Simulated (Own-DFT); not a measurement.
# Which defects push the lattice out? wurtzite GaN

Calculated, not measured: single-point runs of Own-DFT, a retired in-house plane-wave DFT program that no person has reviewed, on unrelaxed cells, without spin or spin-orbit coupling.

Method: PBE; PseudoDojo norm-conserving scalar-relativistic files; cutoff 42 hartree; 4 x 4 x 3 k mesh centred on Gamma; Fermi-Dirac smearing of 0.1 eV.

Known weak points (not all hold for every row): not probed for a lower state with spin; forces not confirmed at this smearing and k mesh; stress not checked against mesh or cutoff.

All runs share one cell, with vectors in Å (9.567, 0.000, 0.000); (-4.784, 8.285, 0.000); (0.000, 0.000, 10.370) and a volume of 822.0 Å³. The atoms are randomly displaced, by u rms on each axis. The defect's site can differ from row to row.

| cell | formula | u (Å) | P (GPa) |
|---|---|---|---|
| no defect | Ga36N36 | 0.0184 | 5.85 |
| no defect | Ga36N36 | 0.0208 | 5.95 |
| no defect | Ga36N36 | 0.0501 | 7.57 |
| one Ga on an N site | Ga37N35 | 0.0301 | 11.94 |
| one Ga on an N site | Ga37N35 | 0.0493 | 12.94 |
| one Ga on an N site | Ga37N35 | 0.0538 | 13.43 |
| one N on a Ga site | Ga35N37 | 0.0290 | 5.37 |
| one N on a Ga site | Ga35N37 | 0.0306 | 5.45 |
| one N on a Ga site | Ga35N37 | 0.0511 | ? |
| one N on a Ga site | Ga35N37 | 0.0519 | 7.03 |

## Analysis

P = P0 + c u² + a shift for each defect gives P0 = 5.58 GPa, c = 801 ± 35 GPa/Å² and a scatter of 0.10 GPa. The shifts, and each times the cell's volume:

- one Ga on an N site: 5.52 ± 0.09 GPa, 28.3 eV
- one N on a Ga site: -0.82 ± 0.08 GPa, -4.2 eV

Positive is outwards. The product with the volume (160.2 GPa Å³ to the eV) is nearly free of the cell's size; divided by the bulk modulus at the cell's pressure it gives the volume that the defect adds. The atoms around the defects weren't relaxed, which would change these numbers.

## Withheld run

Q: what pressure belongs in the blank (one N on a Ga site, u = 0.0511 Å)?

Estimate: 6.85 ± 0.12 GPa. The run itself gave 6.96 GPa.
